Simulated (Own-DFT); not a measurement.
# One host, several defects: zincblende GaAs

Everything here is calculated. The program is Own-DFT (plane waves, in-house, since retired, never reviewed by a person); positions were held fixed, and spin and spin-orbit coupling were off.

Settings: PBE; PseudoDojo norm-conserving scalar-relativistic files; cutoff 42 hartree; 3 x 3 x 3 k mesh centred on Gamma; Fermi-Dirac smearing of 0.1 eV.

Caveats (not all hold for every row): not probed for a lower state with spin; forces not confirmed at this smearing and k mesh; stress not checked against mesh or cutoff.

All runs share one cell, with vectors in Å (11.737, 0.000, 0.000); (0.000, 11.737, 0.000); (0.000, 0.000, 10.833) and a volume of 1492.4 Å³, strained against the parent crystal. u is the rms random offset of the atoms per axis. The defect's site can differ from row to row.

| cell | formula | u (Å) | P (GPa) |
|---|---|---|---|
| no defect | As32Ga32 | 0.0291 | 1.24 |
| no defect | As32Ga32 | 0.0500 | 1.56 |
| no defect | As32Ga32 | 0.0502 | 1.56 |
| one P on an As site | As31Ga32P | 0.0288 | 0.97 |
| one P on an As site | As31Ga32P | 0.0288 | 0.99 |
| one P on an As site | As31Ga32P | 0.0310 | 1.03 |
| one As vacancy and one Ga vacancy | As31Ga31 | 0.0303 | 0.95 |
| one As vacancy and one Ga vacancy | As31Ga31 | 0.0320 | 0.89 |
| one As vacancy and one Ga vacancy | As31Ga31 | 0.0505 | 1.11 |
| one Al on a Ga site | AlAs32Ga31 | 0.0280 | 1.21 |
| one Al on a Ga site | AlAs32Ga31 | 0.0291 | 1.20 |
| one Al on a Ga site | AlAs32Ga31 | 0.0486 | ? |
| one Al on a Ga site | AlAs32Ga31 | 0.0530 | 1.62 |
| one In on a Ga site | As32Ga31In | 0.0484 | 2.15 |
| one In on a Ga site | As32Ga31In | 0.0508 | 2.15 |
| one In on a Ga site | As32Ga31In | 0.0525 | 2.29 |

## Working it out

P = P0 + c u² + a shift for each defect gives P0 = 1.10 GPa, c = 182 ± 18 GPa/Å² and a scatter of 0.04 GPa. The shifts, and each times the cell's volume:

- one In on a Ga site: 0.63 ± 0.04 GPa, 5.9 eV
- one Al on a Ga site: -0.02 ± 0.04 GPa, -0.2 eV (not resolved)
- one P on an As site: -0.26 ± 0.04 GPa, -2.4 eV
- one As vacancy and one Ga vacancy: -0.38 ± 0.04 GPa, -3.6 eV

A positive shift means that the defect pushes the cell outwards. Shift times volume (160.2 GPa Å³ is 1 eV) depends little on the cell's size, so, taken for each site, it can be compared between cells at like pressure. The atoms around the defects weren't relaxed, which would change these numbers.

## Check

Asked: what pressure belongs in the blank (one Al on a Ga site, u = 0.0486 Å)?

The fit gives 1.50 ± 0.05 GPa. DFT gave 1.52 GPa.
